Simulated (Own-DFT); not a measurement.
# How strain changes the stress of diamond-structure GeSn with randomly placed atoms, 64 atoms (Ge60Sn4)

Calculated results; nothing here was measured. The program, named Own-DFT, is a retired in-house plane-wave density functional code that no person has reviewed. Each row is one single-point run on a periodic cell that was not relaxed, without spin or spin-orbit coupling.

Settings of every run: PBE; PseudoDojo norm-conserving scalar-relativistic files; cutoff 49 hartree; 3 x 3 x 3 k mesh centred on Gamma; Fermi-Dirac smearing of 0.1 eV.

Known limits: forces on such cells moved up to 12 meV/angstrom on a denser k mesh; stress not checked against mesh or cutoff.

Unstrained cell vectors in Å: (11.420, 0.000, 0.000); (0.000, 11.420, 0.000); (0.000, 0.000, 11.420). The unstrained cell has measured lattice constants (interpolated for alloys), not those of this functional. That, the random moves and any unrelaxed bonds set the pressure at no strain. Each run strains this cell uniformly, with the atoms carried along. Every atom was also moved at random, by a Gaussian of width 0.05 Å on each axis. The random placing of the alloy's atoms differs from row to row. Strain is the symmetric tensor, in per cent. Stress is positive in tension, and the pressure is minus a third of its trace.

| run | e_xx (%) | e_yy (%) | e_zz (%) | s_xx (GPa) | s_yy (GPa) | s_zz (GPa) | P (GPa) | E (meV/atom) |
|---|---|---|---|---|---|---|---|---|
| 1 | 1.25 | 1.25 | 0.00 | -2.91 | -2.98 | -3.56 | 3.15 | 20.0 |
| 2 | -2.50 | -2.50 | 0.00 | -9.92 | -9.88 | -8.31 | 9.37 | 93.0 |
| 3 | 2.25 | 2.25 | 0.00 | -1.21 | -1.28 | -2.54 | 1.68 | 0.0 |
| 4 | -2.00 | -2.00 | 0.00 | -8.63 | -8.44 | -7.08 | 8.05 | 55.0 |
| 5 | -0.50 | -0.50 | 0.00 | -5.73 | -5.73 | -5.41 | 5.62 | 33.2 |
| 6 | -1.25 | -1.25 | 0.00 | -7.42 | -7.45 | -6.48 | 7.12 | 66.1 |
| 7 | 2.50 | 2.50 | 0.00 | -0.98 | -0.99 | -2.39 | 1.45 | 6.5 |
| 8 | -1.50 | -1.50 | 0.00 | -7.72 | -7.79 | -6.68 | 7.40 | 59.2 |
| 9 | -1.75 | -1.75 | 0.00 | ? | ? | ? | ? | ? |

E is the free energy for each atom above the lowest run shown.

## Worked fit

The change of volume is close to e_xx + e_yy + e_zz. A straight line through the runs shown gives P = 5.17 - 77 x (fractional change of volume) GPa, with an error of 2 on the slope and a scatter of 0.23 GPa. The strain isn't the same on all axes, but the crystal is cubic, so the slope still estimates the bulk modulus, averaged over pressures from 1.5 to 9.4 GPa.

## Withheld run

Question: what pressure should run 9 give? Its volume changes by -3.47 %.

The line gives 7.8 GPa. The calculation gave 7.68 GPa.
